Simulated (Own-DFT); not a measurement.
# Stretching a layer in its plane: wurtzite AlGaN with randomly placed atoms, 96 atoms (Al12Ga36N48)

The numbers are computed, not measured, by runs of the plane-wave DFT program Own-DFT (in-house, retired, unreviewed) at fixed positions, with no spin and no spin-orbit coupling.

All runs used: PBE; PseudoDojo norm-conserving scalar-relativistic files (stringent for Ga); cutoff 96 hartree; 3 x 4 x 3 k mesh centred on Gamma; Gaussian smearing of 0.01 eV.

Caveats: k mesh not checked against a denser one; stress not checked against mesh or cutoff.

Unstrained cell vectors in Å: (12.679, 0.000, 0.000); (-4.755, 8.235, 0.000); (0.000, 0.000, 10.268). The unstrained cell has measured lattice constants (interpolated for alloys), not those of this functional. That, the random moves and any unrelaxed bonds set the pressure at no strain. Each run strains x and y alike by e, as a substrate would, and holds the height along z. All atoms carry random offsets, Gaussian with a width of 0.05 Å per axis. The random placing of the alloy's atoms differs from row to row. Stress is positive in tension.

```
e (%),u (Å),(s_xx + s_yy)/2 (GPa),s_zz (GPa)
-3.00,0.049,-25.23,-13.80
-2.75,0.050,-25.57,-10.26
-2.00,0.048,?,?
-1.50,0.054,-16.31,-10.55
-0.75,0.049,-11.44,-7.82
0.75,0.050,-2.58,-6.13
1.75,0.050,2.00,-5.44
2.25,0.050,4.06,-5.24
2.50,0.054,5.32,-6.53
2.75,0.052,5.88,-3.77
```

## Fit

With e as a fraction, the in-plane stress is -7.0 + 558 e - 2819 e² GPa (errors 10 and 753, scatter 0.67), and s_zz is -8.0 + 131 e GPa (slope ± 20, scatter 1.28). At e = 0 the first slope is C11 + C12 and the second 2 C13, both with the ions held to the strained lattice and at the cell's own pressure. The term in e² is negative: the layer stiffens under compression and softens under tension. A free layer would change its height as e changes, and the in-plane slope would drop by 2 C13²/C33 to the biaxial modulus. At fixed height, a misfit of 1 % moves the in-plane stress by about 5.6 GPa and s_zz by 1.3 GPa.

## Prediction

The question: what are the two stresses at e = -2.00 %?

From the fit: -19.3 and -10.6 GPa. The run itself gave -19.36 and -10.53 GPa.
